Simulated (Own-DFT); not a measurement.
# What a defect does to the pressure of its cell: C40 NbSi2

Source: density functional calculations with Own-DFT, an unreviewed in-house program that is no longer used. Nothing was measured or relaxed, and spin and spin-orbit coupling are left out.

Common settings: PBE; PseudoDojo norm-conserving scalar-relativistic files; cutoff 42 hartree; 4 x 4 x 5 k mesh centred on Gamma; cold (Marzari-Vanderbilt) smearing of 0.2 eV.

Keep in mind: forces on such cells failed a check on a denser k mesh; stress not checked against mesh or cutoff.

All runs share one cell, with vectors in Å (0.000, 8.324, 0.000); (-9.613, 0.000, 0.000); (0.000, 0.000, 6.586) and a volume of 527.0 Å³. Atoms were moved at random from their sites; u is the rms move along one axis. The defect's site can differ from row to row.

| cell | formula | u (Å) | P (GPa) |
|---|---|---|---|
| no defect | Nb12Si24 | 0.0198 | 1.50 |
| no defect | Nb12Si24 | 0.0199 | 1.50 |
| no defect | Nb12Si24 | 0.0504 | 2.46 |
| two Nb on a Si site each | Nb14Si22 | 0.0298 | 7.58 |
| two Nb on a Si site each | Nb14Si22 | 0.0524 | 8.69 |
| two Nb on a Si site each | Nb14Si22 | 0.0532 | 8.39 |
| one Si vacancy | Nb12Si23 | 0.0278 | 0.87 |
| one Si vacancy | Nb12Si23 | 0.0307 | 1.01 |
| one Si vacancy | Nb12Si23 | 0.0463 | ? |
| one Si vacancy | Nb12Si23 | 0.0501 | 1.51 |
| two Si on a Nb site each | Nb10Si26 | 0.0270 | 1.55 |
| two Si on a Nb site each | Nb10Si26 | 0.0278 | 1.58 |
| two Si on a Nb site each | Nb10Si26 | 0.0541 | 2.72 |
| two Nb vacancies | Nb10Si24 | 0.0279 | 0.01 |
| two Nb vacancies | Nb10Si24 | 0.0300 | 0.04 |
| two Nb vacancies | Nb10Si24 | 0.0487 | 0.89 |

## Analysis

P = P0 + c u² + a shift for each defect gives P0 = 1.28 GPa, c = 479 ± 33 GPa/Å² and a scatter of 0.11 GPa. The shifts, and each times the cell's volume:

- two Nb on a Si site each: 5.90 ± 0.10 GPa, 19.4 eV (9.7 eV for each of its 2 sites)
- two Si on a Nb site each: -0.04 ± 0.09 GPa, -0.1 eV (-0.1 eV for each of its 2 sites) (not resolved)
- one Si vacancy: -0.83 ± 0.09 GPa, -2.7 eV
- two Nb vacancies: -1.62 ± 0.09 GPa, -5.3 eV (-2.7 eV for each of its 2 sites)

Positive is outwards. The product with the volume (160.2 GPa Å³ to the eV) is nearly free of the cell's size; divided by the bulk modulus at the cell's pressure it gives the volume that the defect adds. The atoms around the defects weren't relaxed, which would change these numbers.

## The run left out

Asked: what pressure belongs in the blank (one Si vacancy, u = 0.0463 Å)?

Estimate: 1.49 ± 0.13 GPa. DFT gave 1.55 GPa.
